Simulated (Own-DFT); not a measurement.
# Computed records: GaN (wurtzite, strained, atoms displaced), SiC (4H silicon carbide, atoms displaced), Si3N4 (beta silicon nitride, strained, atoms displaced)

All values are calculated (Own-DFT development build). A calculation, not a measurement: plane-wave PBE density functional theory by an unreviewed code, no spin, of a simulated periodic cell, stress positive in tension, free energy of the whole cell less one offset for each atom, forces on such cells passed a denser k mesh, this cell's mesh not checked; offsets are fitted by least squares, one for each functional and potential file, so energies compare only between cells with the same atoms and settings and are not formation energies; the far tail of each file's local potential was reset to the Coulomb form; each entry is a single point on an unrelaxed cell, so the pressure reflects the starting lattice, mostly measured values (interpolated for alloys), from which strain is counted, and rises with the displacements; printed positions are rounded, which can move forces by about a meV/angstrom; the program, named Own-DFT, is a retired in-house code; no spin-orbit coupling.

Common to all runs: functional PBE.

(1) 
```xyz
96
Lattice="12.7560 0.0000 0.0000 -4.7835 8.2853 0.0000 0.0000 0.0000 10.4996" Properties=species:S:1:pos:R:3:force_x:R:1:force_y:R:1:force_z:R:1 formula=GaN potential_files=PseudoDojo_norm-conserving,scalar-relativistic,standard_set_with_the_stringent_files_for_Ga wave_cutoff=96 occupations=Gaussian smearing_width=0.01 k_mesh=3_x_4_x_3_centred_on_Gamma free_energy_of_cell_above_offsets=-5.823 pressure=4.43 stress_xx=-6.63 stress_yy=-4.68 stress_zz=-1.99 stress_yz=-0.12 stress_xz=1.21 stress_xy=0.21
Ga     0.0211     1.8538    10.4901     -1.554     -0.288      0.861
Ga     1.5925     0.8966     2.6365      1.039     -0.445      0.285
N      0.0205     1.7356     2.0757     -1.168      1.904     -1.571
N      1.6069     0.9870     4.6010      0.117     -1.532      0.294
Ga    -0.0046     1.7779     5.2412       0.67      0.944     -0.045
Ga     1.6556     0.9936     7.8708     -1.387     -0.597      0.158
N     -0.0297     1.8388     7.1825      1.677      1.133       0.29
N      1.5431     1.0020     9.8433      1.157     -1.219     -0.311
Ga    -1.6848     4.5459     0.0545      0.224      1.067     -1.769
Ga    -0.0617     3.7114     2.6209       1.36     -1.458       0.36
N     -1.6266     4.6733     1.9307      0.194     -3.612      0.051
N      0.0088     3.6370     4.6292      0.426      0.391      -0.77
Ga    -1.5613     4.4950     5.1684     -0.301      1.682      1.173
Ga    -0.0349     3.7373     7.9408      0.354     -0.695     -1.367
N     -1.6232     4.5685     7.1880      0.924      1.185      -0.02
N     -0.0879     3.6922     9.8616      0.455      0.149      0.287
Ga    -3.2482     7.3812     0.0282      0.563      0.633     -0.096
Ga    -1.5301     6.2906     2.6095     -0.404      4.943      0.978
N     -3.1995     7.2800     1.9720      1.482      1.152     -0.286
N     -1.6071     6.4435     4.5643      0.541     -0.545      0.326
Ga    -3.1758     7.3396     5.3303     -0.324       0.26     -2.494
Ga    -1.5233     6.4656     7.9237     -1.531     -0.521     -0.146
N     -3.2865     7.4022     7.1637       1.58      0.046      2.009
N     -1.6836     6.4568     9.9066      0.925     -0.311     -0.546
Ga     3.1973     1.8349     0.0229     -0.581      0.834      0.213
Ga     4.8427     0.9426     2.6538     -0.862      0.098     -0.782
N      3.1800     1.8601     1.9872      0.598     -0.449      0.118
N      4.7600     0.9140     4.5907      0.081      0.562      0.236
Ga     3.1757     1.8048     5.2993      -0.11      0.564     -0.719
Ga     4.7387     0.9588     7.8806      0.634     -1.476      0.647
N      3.2351     1.8783     7.2600     -0.806      0.194     -0.909
N      4.7530     0.9896     9.8153      0.509     -1.015      0.686
Ga     1.5612     4.6364    10.4072      0.274     -2.035      1.997
Ga     3.2236     3.7112     2.6699      -0.77     -1.123      -0.84
N      1.6146     4.5172     2.0547     -1.103      1.176     -1.161
N      3.1758     3.6458     4.5521     -0.266      0.217      1.681
Ga     1.5904     4.6869     5.2526     -0.157      -0.79     -0.755
Ga     3.2299     3.7565     7.7570     -1.745     -0.819      2.291
N      1.6164     4.6753     7.1673     -0.531     -1.188      1.011
N      3.1588     3.7186     9.8932     -0.036     -0.525     -1.222
Ga     0.0223     7.3670     0.0320     -1.452      0.755     -0.502
Ga     1.6381     6.3992     2.6040     -0.524      0.516       0.18
N     -0.0002     7.4283     1.9288      0.237     -1.139      1.223
N      1.5955     6.5154     4.6342      0.894     -0.705      -0.99
Ga     0.0471     7.4073     5.1718     -1.207     -1.056      1.322
Ga     1.5773     6.4198     7.9480      0.132      0.609     -0.347
N      0.0245     7.3203     7.2853     -0.459       1.22     -1.041
N      1.4834     6.3761     9.9037      1.426       1.92     -1.014
Ga     6.3428     1.8604     0.0774      0.634      0.284     -1.395
Ga     8.0495     0.9815     2.5834     -1.507     -1.357      0.851
N      6.4374     1.8910     1.9814     -0.799     -0.568      0.532
N      7.9816     0.8636     4.6131      0.334      1.203     -0.406
Ga     6.3449     1.7922     5.2372      0.943       0.65       0.13
Ga     7.9071     0.9649     7.8259      1.853      -1.13      1.658
N      6.3450     1.7434     7.2933     -0.549      1.846     -1.691
N      8.0092     0.9360     9.9605     -1.365      0.153     -1.614
Ga     4.7685     4.5936     0.0371     -0.397      0.037     -0.541
Ga     6.3158     3.6924     2.5902       0.42      0.698      0.452
N      4.7051     4.6370     1.9618      1.283      0.208       0.52
N      6.3824     3.6995     4.5599      0.068     -0.947      0.456
Ga     4.7514     4.4824     5.2450      0.723      1.373     -0.025
Ga     6.3501     3.6414     7.8520       0.29     -0.206      0.993
N      4.7813     4.5327     7.2492      0.975      1.531     -1.241
N      6.3569     3.7476     9.8459      0.497     -0.648        0.2
Ga     3.2207     7.3795    10.4597     -0.968      0.038      0.678
Ga     4.7539     6.4816     2.6783      0.259     -0.052     -0.365
N      3.1528     7.3855     1.9311      0.615      0.128      0.555
N      4.8308     6.4150     4.6499     -0.697     -0.153     -0.098
Ga     3.2553     7.3821     5.3254      -0.35     -0.693     -0.906
Ga     4.7980     6.4480     7.8398     -0.632      0.102      0.583
N      3.0871     7.3784     7.2191      1.298     -0.214       1.09
N      4.7003     6.4013     9.8901      1.633      0.354     -1.209
Ga     9.5666     1.9004    10.4894      0.147     -1.139     -0.548
Ga    11.1164     0.9162     2.6587      0.501      0.197     -0.912
N      9.5339     1.8551     1.9166        1.7      0.746      0.732
N     11.1961     0.9409     4.5597     -0.762     -0.474      0.709
Ga     9.6330     1.8153     5.2716     -1.072     -0.053     -0.174
Ga    11.2319     0.9302     7.7563     -1.283     -0.588      2.035
N      9.5906     1.7940     7.2292     -0.613      0.596     -0.279
N     11.1034     0.9359     9.8037      1.098     -0.205      0.138
Ga     8.0120     4.6615     0.0266     -1.363     -0.861     -0.223
Ga     9.5552     3.7018     2.5479     -0.082     -0.708       1.49
N      7.9868     4.5470     1.9805     -0.756      1.167     -0.263
N      9.5470     3.6824     4.6749      0.772     -0.828     -1.775
Ga     8.0244     4.5630     5.2744     -1.621       1.16     -0.847
Ga     9.6251     3.6734     7.7936     -1.692     -0.404       0.91
N      7.8747     4.5765     7.1700      1.402      0.176      0.937
N      9.4818     3.6790     9.8464      0.992      0.436     -0.751
Ga     6.4052     7.3466     0.0082     -1.163      0.715      0.068
Ga     8.0535     6.4506     2.6152     -1.819     -0.601       0.26
N      6.3915     7.3999     2.0266     -0.222     -1.017     -0.815
N      7.9179     6.4780     4.5169      1.937      -1.05      1.154
Ga     6.4470     7.3588     5.2162      -1.16      0.014      0.419
Ga     8.0153     6.4150     7.9036     -1.211      0.081     -0.888
N      6.3358     7.4005     7.1896      0.883     -0.958      0.037
N      7.9830     6.4385     9.8162     -0.364      0.352      0.406
```

Units: wave_cutoff in hartree; smearing_width, free_energy_of_cell_above_offsets in eV; pressure, stress_xx, stress_yy, stress_zz, stress_yz, stress_xz, stress_xy in GPa; force_x, force_y, force_z in eV/Å.

(2) 
```xyz
128
Lattice="12.3308 0.0000 0.0000 -6.1654 10.6788 0.0000 0.0000 0.0000 10.0681" Properties=species:S:1:pos:R:3:force_x:R:1:force_y:R:1:force_z:R:1 formula=SiC potential_files=PseudoDojo_norm-conserving,scalar-relativistic,standard_set wave_cutoff=42 occupations=Fermi-Dirac smearing_width=0.1 hardware=one_NVIDIA_H200 k_mesh=3_x_3_x_3_centred_on_Gamma free_energy_of_cell_above_offsets=-19.489 pressure=3.65 stress_xx=-2.5 stress_yy=-3.44 stress_zz=-5 stress_yz=-0.2 stress_xz=0.01 stress_xy=-0.78 wall_time=515.4
Si    12.2979     0.0087     4.0797      0.633     -0.191       0.11
Si    -0.0176     1.7934     1.5380      0.709     -0.229      0.582
C     -6.1602    10.6759     0.9384      0.077      0.184     -0.032
C      0.0150     1.7796     3.4980     -1.079      0.189      -1.18
Si    -1.5436     2.7055     4.0817      0.137      -0.59      0.205
Si    -1.5095     4.4855     1.5529     -1.307     -0.579      0.631
C     10.7789     2.6739     0.9470      0.093      0.584     -0.274
C     -1.5468     4.4754     3.5037      0.286      0.254     -1.001
Si    -3.0707     5.3774     4.1258     -0.395     -0.255     -1.195
Si    -3.0384     7.1329     1.6205     -1.198     -0.073     -1.571
C      9.2007     5.3525     0.9350      1.731      0.317     -0.116
C     -3.0880     7.1502     3.4386       0.16     -0.372      1.444
Si     7.6839     7.9990     4.1195      0.433      0.839     -1.285
Si    -4.5851     9.7924     1.5238     -0.927     -0.321      1.241
C      7.7098     8.0019     0.9580      0.158     -0.189     -0.455
C     -4.6587     9.8145     3.4789      0.375     -0.684     -0.657
Si    -3.0869    10.6601     4.0465     -0.318      0.282       0.95
Si     3.0944     1.8063     1.5640     -0.828      -0.96      0.319
C     -3.0570    10.6626     0.9589     -0.033      0.787     -0.326
C      3.1024     1.7653     3.4474     -0.378      0.267       0.07
Si     1.5068     2.6649     4.0477      1.452      0.131      1.051
Si     1.5481     4.4314     1.5655     -0.294      0.197      0.198
C      1.5506     2.6912     0.9012     -0.435     -0.756      0.341
C      1.5272     4.4526     3.4572      0.251        0.4       0.24
Si     0.0049     5.3885     4.0746     -0.148      -2.51      1.333
Si     0.0078     7.1021     1.6001      -0.31       0.23     -0.728
C     -0.0099     5.3280     0.8951      0.614      0.333      1.512
C     -0.0245     7.0580     3.5027      0.874      2.531     -1.234
Si    -1.5417     8.0331     4.0476     -0.231     -1.249      1.326
Si    -1.5147     9.7919     1.5701     -0.536     -0.539     -0.186
C     -1.5562     8.0188     0.9282      0.819     -0.401      0.533
C     -1.5638     9.7300     3.4366      0.821      1.516      0.315
Si     0.0024    10.6416     4.1092      -0.02      0.346     -0.511
Si     6.1997     1.7797     1.5932     -0.932     -0.592     -0.461
C     -0.0150    10.6211     0.9423      1.139      1.165      0.279
C      6.1804     1.7470     3.4709     -0.074      0.329       0.32
Si     4.6383     2.6477     4.0964     -0.287     -0.241      -0.27
Si     4.6190     4.4476     1.5843      0.022     -0.585     -0.002
C      4.5811     2.6399     0.9571      1.876      0.617     -0.131
C      4.5839     4.4135     3.4816      0.913      0.425      0.073
Si     3.1068     5.3458     4.1307     -0.596      0.038     -1.506
Si     3.1152     7.1116     1.5737     -0.591     -0.546     -0.759
C      3.0789     5.2740     0.9905      0.029      1.532      -1.16
C      3.1636     7.1644     3.4238     -2.044     -1.406      0.612
Si     1.5730     8.0047     4.0692     -0.233      0.488      0.327
Si     1.5779     9.7600     1.5741     -0.597      0.408     -0.662
C      1.5443     7.9762     0.9287       0.09      -0.03      0.904
C      1.5713     9.8559     3.4196     -0.646     -1.757      1.056
Si     3.1033    10.6613     4.0887       -0.2      0.692      0.395
Si     9.2627     1.8351     1.6368     -0.767     -0.951     -1.573
C      9.2471     0.0149     0.9738      0.208      0.442     -0.579
C      9.2780     1.7517     3.4571     -0.197      0.732      0.898
Si     7.7254     2.6577     4.0911       0.15     -0.118     -0.387
Si     7.7361     4.4994     1.5912     -1.393     -0.905     -0.227
C      7.6796     2.6944     0.9347      0.816      0.338      0.397
C      7.7528     4.4391     3.4513     -0.899      0.294      1.059
Si     6.1221     5.3191     4.1512      1.011      0.269     -2.572
Si     6.1622     7.0976     1.5610       -0.3      0.935      0.275
C      6.1267     5.3513     0.9268      0.744     -0.648      0.303
C      6.2068     7.1197     3.4769     -1.679     -0.488     -0.153
Si     4.5732     8.0088     4.1194      2.486      0.527      -0.67
Si     4.6279     9.8139     1.5670      -0.25      -0.63      0.073
C      4.5645     8.0209     0.8723      1.452      0.023      1.901
C      4.6111     9.7965     3.4800      0.305     -0.529     -0.297
Si     6.1357    10.6403     9.1274      0.618      1.201      0.039
Si     6.1569     8.9151     6.6243     -0.056     -0.585     -0.383
C     -6.1407    10.6614     5.9633     -1.034      0.193      0.027
C      6.1890     8.9294     8.5103     -0.669     -1.516     -0.273
Si     7.7012     7.9626     9.1164      0.562      1.315      0.523
Si     7.6867     6.2564     6.6202     -0.101     -0.241      -0.45
C      7.6904     8.0152     5.9517     -0.167     -0.196      1.067
C      7.6766     6.2255     8.4959      0.438     -0.582     -0.114
Si    -3.0761     5.3363     9.1116     -0.105      0.492      0.035
Si     9.2456     3.5686     6.6123     -0.239     -0.454     -0.645
C      9.2177     5.3609     5.9640     -0.318     -0.453      0.732
C      9.2390     3.5474     8.4771      0.176      0.722      0.374
Si    10.7551     2.6726     9.1101      0.975     -0.096      0.082
Si    10.8028     0.8622     6.6127      -0.23      0.538     -0.403
C     10.7508     2.6515     5.9608      0.795      0.296      0.494
C     10.7982     0.8964     8.4851     -0.245     -0.239      0.433
Si     3.0764    10.6675     9.1270     -0.006      0.569      0.217
Si     3.1426     8.8938     6.5956     -1.606      0.468      0.596
C      9.2549     0.0175     5.9904     -0.005     -0.546     -0.278
C      3.0743     8.9095     8.5039       0.19     -0.623     -0.116
Si     4.6264     7.9806     9.1345     -0.123      1.083     -1.062
Si     4.6203     6.2460     6.5994      0.637     -0.358      0.834
C      4.5885     7.9504     5.9676      1.169      1.607      0.288
C      4.6256     6.2564     8.5002     -0.035     -1.272     -0.268
Si     6.1796     5.2719     9.1139     -0.867      2.269       0.37
Si     6.1486     3.5340     6.6149      0.625      0.663     -0.836
C      6.1597     5.4009     5.9283      0.021     -1.404       2.26
C      6.1899     3.6049     8.4774     -0.608     -2.013      0.211
Si     7.7113     2.7016     9.1200     -0.194     -0.393      0.309
Si     7.6842     0.9229     6.6010      1.136     -1.539      1.026
C      7.7316     2.5984     5.9635     -0.663      2.372       0.07
C      7.7073     0.9402     8.5305     -0.158     -0.727     -0.504
Si     0.0079    10.6739     9.1434      0.321      0.243     -0.113
Si    -0.0268     8.9125     6.5998       0.92     -0.757      0.465
C      0.0592    10.6579     5.9933     -1.448      0.429     -0.463
C     -0.0313     8.9451     8.4955      0.885     -1.238      0.101
Si     1.5333     7.9586     9.1367      -0.17      1.723     -0.681
Si     1.5768     6.2063     6.5757     -1.193      0.664      0.603
C      1.5672     8.0199     5.9887     -0.251     -0.256     -0.494
C      1.5233     6.2400     8.5150      0.256     -0.878     -0.733
Si     3.0447     5.3353     9.0915      1.108      0.229      1.201
Si     3.1163     3.5495     6.5850     -0.375      0.435      0.771
C      3.1365     5.3884     5.9669     -0.894     -1.402      0.453
C      3.1200     3.5604     8.5453     -0.316     -0.258     -1.427
Si     4.6297     2.6227     9.1536      0.385      0.795     -0.354
Si     4.6260     0.8633     6.6307       0.02      0.047     -0.588
C      4.6148     2.6644     5.9778      0.727     -0.431        0.1
C      4.6531     0.8674     8.5031     -0.457      0.425      0.277
Si     3.0917     0.0078     9.1501     -0.067     -0.503     -0.701
Si    -3.1172     8.8621     6.6032      1.049      1.143     -0.068
C      3.0850     0.0143     5.9790     -0.104     -0.736      -0.38
C     -3.0659     8.9185     8.4914     -0.596     -0.765       0.31
Si    -1.5339     8.0068     9.1187     -0.331      0.559     -0.197
Si    -1.6042     6.2098     6.6031      1.612      0.617     -0.034
C     -1.5204     7.9929     5.9761     -0.944      0.126     -0.644
C     -1.5547     6.2716     8.4702      0.326      -1.34       0.79
Si     0.0330     5.3020     9.1571     -1.053      1.189     -1.767
Si    -0.0291     3.5690     6.6223      0.716     -0.604     -1.067
C     -0.0232     5.3122     5.9943      0.349      0.767      -0.53
C      0.0138     3.5942     8.4715     -0.421     -1.152      0.806
Si     1.5601     2.6600     9.0778     -0.359     -0.385      0.129
Si     1.5018     0.8793     6.6075       1.51      0.199     -0.481
C      1.6072     2.6649     5.9741     -1.686      0.173     -0.126
C      1.5383     0.8279     8.4633     -0.175      1.068      1.077
```

Units: wave_cutoff in hartree; smearing_width, free_energy_of_cell_above_offsets in eV; pressure, stress_xx, stress_yy, stress_zz, stress_yz, stress_xz, stress_xy in GPa; wall_time in s; force_x, force_y, force_z in eV/Å.

(3) 
```xyz
42
Lattice="7.6285 0.1098 0.1216 -3.7192 6.4826 -0.1243 0.1395 -0.0841 8.5893" Properties=species:S:1:pos:R:3:force_x:R:1:force_y:R:1:force_z:R:1 formula=Si3N4 potential_files=PseudoDojo_norm-conserving,scalar-relativistic,standard_set wave_cutoff=42 occupations=Fermi-Dirac smearing_width=0.1 k_mesh=3_x_3_x_3_centred_on_Gamma free_energy_of_cell_above_offsets=-1.541 pressure=14.57 stress_xx=-7.08 stress_yy=-13.2 stress_zz=-23.44 stress_yz=-5.95 stress_xz=2.89 stress_xy=7.66
Si    -1.6238     4.9660     0.6261      4.677      0.782     -1.285
Si     0.2948     2.6358     0.7049     -3.662      3.055      3.422
Si     1.5494     5.4523     0.7014     -3.029      -1.19      0.358
Si     5.4936     1.5330     2.2913     -0.797     -0.943     -5.406
Si     3.6608     3.8986     2.0736      2.613      -2.55      4.205
Si     2.4408     1.1594     2.1490      3.841     -2.012      1.318
N      2.5290     0.1711     0.7482     -1.492      1.073      -0.72
N      6.2864     2.0658     0.7766      0.614     -0.633      0.826
N      2.8996     4.3702     0.6922     -3.303      2.624       3.27
N      1.5059     6.3354     2.1419       1.36     -1.062      1.178
N     -2.3072     4.5017     2.0402     -2.756     -0.868       1.52
N      1.1364     2.1403     2.1556     -1.741      1.001     -0.665
N      0.1155     4.4333     0.7366     -0.327      -1.91     -0.672
N      3.9547     2.0790     2.1913     -3.993      3.417     -0.606
Si    -1.4351     4.9432     3.4508      0.212      0.395      0.789
Si     0.2821     2.6462     3.5442      0.828     -1.669      0.307
Si     1.5281     5.3520     3.6139      0.402     -0.523     -2.422
Si     5.5834     1.5595     5.0736      -3.56       0.79     -0.971
Si     3.7511     3.9574     4.9962      1.947     -2.119      2.884
Si     2.4969     1.1151     5.0572      3.611      1.571     -1.512
N      2.4869     0.1672     3.6494     -0.388     -0.099     -1.514
N      6.3069     2.0490     3.5351      3.666      1.359      5.756
N      2.9638     4.3262     3.6549     -2.642       2.33      -4.79
N      1.5328     6.3109     4.9690      0.631       1.91      0.534
N     -2.2537     4.4781     4.9551     -1.065     -0.072     -3.147
N      1.1813     2.1083     4.9712     -2.478      0.934      -0.89
N      0.1937     4.2975     3.4874     -1.535      0.998      0.528
N      3.8918     2.2763     5.0189      1.659     -3.105      0.136
Si    -1.4217     4.9123     6.2778      0.578      1.706      4.025
Si     0.3912     2.5996     6.3624     -1.261       -0.2      2.686
Si     1.5834     5.4561     6.4152     -0.605     -4.011      -0.15
Si     5.5270     1.4526     7.9656      0.762      4.146      0.175
Si     3.7534     3.8221     7.9659      2.876      1.334     -6.764
Si     2.5063     1.1020     7.9264      3.336      0.647      1.368
N      2.5964     0.2961     6.4887      -0.86     -4.374     -0.197
N      6.3640     1.9757     6.4939      2.147      0.155      0.912
N      2.9554     4.3260     6.4351     -1.317      1.851      1.934
N      1.6173     6.3067     7.8539      0.243     -1.303      0.566
N     -2.2415     4.4130     7.8007      -0.79      0.683      -1.69
N      1.1921     2.1197     7.9861      0.761     -0.565      -6.09
N      0.1439     4.2806     6.3217      1.848      1.436      0.459
N      3.9932     2.2390     7.9083     -1.011      -4.99      0.333
```

Units: wave_cutoff in hartree; smearing_width, free_energy_of_cell_above_offsets in eV; pressure, stress_xx, stress_yy, stress_zz, stress_yz, stress_xz, stress_xy in GPa; force_x, force_y, force_z in eV/Å.
